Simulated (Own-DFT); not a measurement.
# Response to strain: grey tin, 64 atoms (Sn64)

All numbers below are calculated, not measured. They come from Own-DFT, an in-house plane-wave density functional program, since retired, whose code no person has reviewed. Each row is one single-point run on a periodic cell that was not relaxed, without spin or spin-orbit coupling.

Settings of every run: PBE; PseudoDojo norm-conserving scalar-relativistic files; cutoff 42 hartree; 3 x 3 x 3 k mesh centred on Gamma; cold (Marzari-Vanderbilt) smearing of 0.2 eV.

Known limits: forces on such cells moved up to 12 meV/angstrom on a denser k mesh; stress not checked against mesh or cutoff.

Unstrained cell vectors in Å: (12.978, 0.000, 0.000); (0.000, 12.978, 0.000); (0.000, 0.000, 12.978). The unstrained cell has measured lattice constants (interpolated for alloys), not those of this functional. That, the random moves and any unrelaxed bonds set the pressure at no strain. Each run strains this cell uniformly, with the atoms carried along. Every atom was also moved at random, by a Gaussian of width 0.05 Å on each axis. Strain is the symmetric tensor, in per cent. Stress is positive in tension, and the pressure is minus a third of its trace.

| run | e_xx (%) | e_yy (%) | e_zz (%) | s_xx (GPa) | s_yy (GPa) | s_zz (GPa) | P (GPa) | E (meV/atom) |
|---|---|---|---|---|---|---|---|---|
| 1 | 0.50 | 0.50 | 0.00 | -3.00 | -2.97 | -3.15 | 3.04 | 2.0 |
| 2 | -2.25 | -2.25 | 0.00 | -6.45 | -6.40 | -5.70 | 6.18 | 57.6 |
| 3 | -1.75 | -1.75 | 0.00 | -5.80 | -5.82 | -5.28 | 5.63 | 52.2 |
| 4 | -3.00 | -3.00 | 0.00 | -7.63 | -7.56 | -6.69 | 7.29 | 88.6 |
| 5 | -1.75 | -1.75 | 0.00 | -5.70 | -5.68 | -5.15 | 5.51 | 40.4 |
| 6 | -3.00 | -3.00 | 0.00 | -7.63 | -7.48 | -6.68 | 7.26 | 85.0 |
| 7 | 0.50 | 0.50 | 0.00 | -3.18 | -3.08 | -3.27 | 3.18 | 15.0 |
| 8 | -0.25 | -0.25 | 0.00 | -3.82 | -3.84 | -3.80 | 3.82 | 13.5 |
| 9 | -2.25 | -2.25 | 0.00 | -6.47 | -6.47 | -5.82 | 6.25 | 62.9 |
| 10 | -0.25 | -0.25 | 0.00 | -3.90 | -3.92 | -3.84 | 3.89 | 20.0 |
| 11 | 1.00 | 1.00 | 0.00 | -2.54 | -2.50 | -2.75 | 2.60 | 0.0 |
| 12 | 1.00 | 1.00 | 0.00 | -2.61 | -2.56 | -2.88 | 2.68 | 6.7 |
| 13 | -1.25 | -1.25 | 0.00 | ? | ? | ? | ? | ? |

E is the free energy for each atom above the lowest run shown.

## Worked fit

The change of volume is close to e_xx + e_yy + e_zz. A straight line through the runs shown gives P = 3.68 - 58 x (fractional change of volume) GPa, with an error of 1 on the slope and a scatter of 0.13 GPa. The strain isn't the same on all axes, but the crystal is cubic, so the slope still estimates the bulk modulus, averaged over pressures from 2.6 to 7.3 GPa.

## Withheld run

Question: what pressure should run 13 give? Its volume changes by -2.48 %.

The line gives 5.1 GPa. The calculation gave 4.98 GPa.
